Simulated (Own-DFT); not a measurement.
# Response to strain: diamond-structure GeSn with randomly placed atoms, 64 atoms (Ge52Sn12)

All numbers below are calculated, not measured. They come from Own-DFT, an in-house plane-wave density functional program, since retired, whose code no person has reviewed. Each row is one single-point run on a periodic cell that was not relaxed, without spin or spin-orbit coupling.

Settings of every run: PBE; PseudoDojo norm-conserving scalar-relativistic files; cutoff 49 hartree; 3 x 3 x 3 k mesh centred on Gamma; Fermi-Dirac smearing of 0.1 eV.

Known limits: forces on such cells moved up to 12 meV/angstrom on a denser k mesh; stress not checked against mesh or cutoff.

Unstrained cell vectors in Å: (11.628, 0.000, 0.000); (0.000, 11.628, 0.000); (0.000, 0.000, 11.628). The unstrained cell has measured lattice constants (interpolated for alloys), not those of this functional. That, the random moves and any unrelaxed bonds set the pressure at no strain. Each run strains this cell uniformly, with the atoms carried along. Every atom was also moved at random, by a Gaussian of width 0.05 Å on each axis. The random placing of the alloy's atoms differs from row to row. Strain is the symmetric tensor, in per cent. Stress is positive in tension, and the pressure is minus a third of its trace.

| run | e_xx (%) | e_yy (%) | e_zz (%) | s_xx (GPa) | s_yy (GPa) | s_zz (GPa) | P (GPa) | E (meV/atom) |
|---|---|---|---|---|---|---|---|---|
| 1 | -1.25 | -1.25 | 0.00 | -7.94 | -7.82 | -7.07 | 7.61 | 61.3 |
| 2 | -1.75 | -1.75 | 0.00 | -8.72 | -8.85 | -7.64 | 8.40 | 69.1 |
| 3 | -0.25 | -0.25 | 0.00 | -5.90 | -6.02 | -5.86 | 5.92 | 36.3 |
| 4 | -3.00 | -3.00 | 0.00 | -11.36 | -11.30 | -9.54 | 10.73 | 107.6 |
| 5 | -1.50 | -1.50 | 0.00 | -8.46 | -8.35 | -7.56 | 8.12 | 75.3 |
| 6 | 1.00 | 1.00 | 0.00 | -3.64 | -3.67 | -4.29 | 3.87 | 0.0 |
| 7 | -0.50 | -0.50 | 0.00 | -6.47 | -6.14 | -6.16 | 6.26 | 36.6 |
| 8 | 2.00 | 2.00 | 0.00 | -2.52 | -2.48 | -3.43 | 2.81 | 8.1 |
| 9 | 0.75 | 0.75 | 0.00 | ? | ? | ? | ? | ? |

E is the free energy for each atom above the lowest run shown.

## Worked fit

The change of volume is close to e_xx + e_yy + e_zz. A straight line through the runs shown gives P = 5.68 - 80 x (fractional change of volume) GPa, with an error of 3 on the slope and a scatter of 0.24 GPa. The strain isn't the same on all axes, but the crystal is cubic, so the slope still estimates the bulk modulus, averaged over pressures from 2.8 to 10.7 GPa.

## Withheld run

Question: what pressure should run 9 give? Its volume changes by 1.51 %.

The line gives 4.5 GPa. The calculation gave 4.48 GPa.
